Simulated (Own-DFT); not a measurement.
# One host, several defects: zincblende GaAs

The numbers are computed, not measured, by runs of the plane-wave DFT program Own-DFT (in-house, retired, unreviewed) at fixed positions, with no spin and no spin-orbit coupling.

All runs used: PBE; PseudoDojo norm-conserving scalar-relativistic files; cutoff 42 hartree; 3 x 3 x 3 k mesh centred on Gamma; Fermi-Dirac smearing of 0.1 eV.

Known weak points (not all hold for every row): not probed for a lower state with spin; forces on such cells failed a check on a denser k mesh; forces not confirmed at this smearing and k mesh; forces on such cells passed a denser k mesh, each cell not checked; stress not checked against mesh or cutoff.

All runs share one cell, with vectors in Å (11.307, 0.000, 0.000); (0.000, 11.307, 0.000); (0.000, 0.000, 11.307) and a volume of 1445.4 Å³. Atoms were moved at random from their sites; u is the rms move along one axis. The defect's site can differ from row to row.

```
               cell     formula   u (Å)  P (GPa)
          no defect    As32Ga32  0.0187     3.51
          no defect    As32Ga32  0.0191     3.51
          no defect    As32Ga32  0.0510     3.98
one In on a Ga site  As32Ga31In  0.0319     4.27
one In on a Ga site  As32Ga31In  0.0494     4.68
one In on a Ga site  As32Ga31In  0.0525     4.63
one P on an As site   As31Ga32P  0.0297     3.32
one P on an As site   As31Ga32P  0.0305     3.38
one P on an As site   As31Ga32P  0.0308     3.34
   two As vacancies    As30Ga32  0.0293     3.28
   two As vacancies    As30Ga32  0.0301     3.27
   two As vacancies    As30Ga32  0.0516     3.48
one Al on a Ga site  AlAs32Ga31  0.0483     3.93
one Al on a Ga site  AlAs32Ga31  0.0493     3.96
one Al on a Ga site  AlAs32Ga31  0.0519        ?
one Al on a Ga site  AlAs32Ga31  0.0527     3.99
```

## Analysis

P = P0 + c u² + a shift for each defect gives P0 = 3.46 GPa, c = 186 ± 21 GPa/Å² and a scatter of 0.06 GPa. The shifts, and each times the cell's volume:

- one In on a Ga site: 0.68 ± 0.05 GPa, 6.1 eV
- one Al on a Ga site: 0.03 ± 0.05 GPa, 0.3 eV (not resolved)
- one P on an As site: -0.29 ± 0.05 GPa, -2.6 eV
- two As vacancies: -0.39 ± 0.05 GPa, -3.5 eV (-1.8 eV for each of its 2 sites)

A positive shift means that the defect pushes the cell outwards. Shift times volume (160.2 GPa Å³ is 1 eV) depends little on the cell's size, so, taken for each site, it can be compared between cells at like pressure. The atoms around the defects weren't relaxed, which would change these numbers.

## Prediction

Question: what pressure belongs in the blank (one Al on a Ga site, u = 0.0519 Å)?

The fit gives 3.99 ± 0.06 GPa. The run itself gave 3.95 GPa.
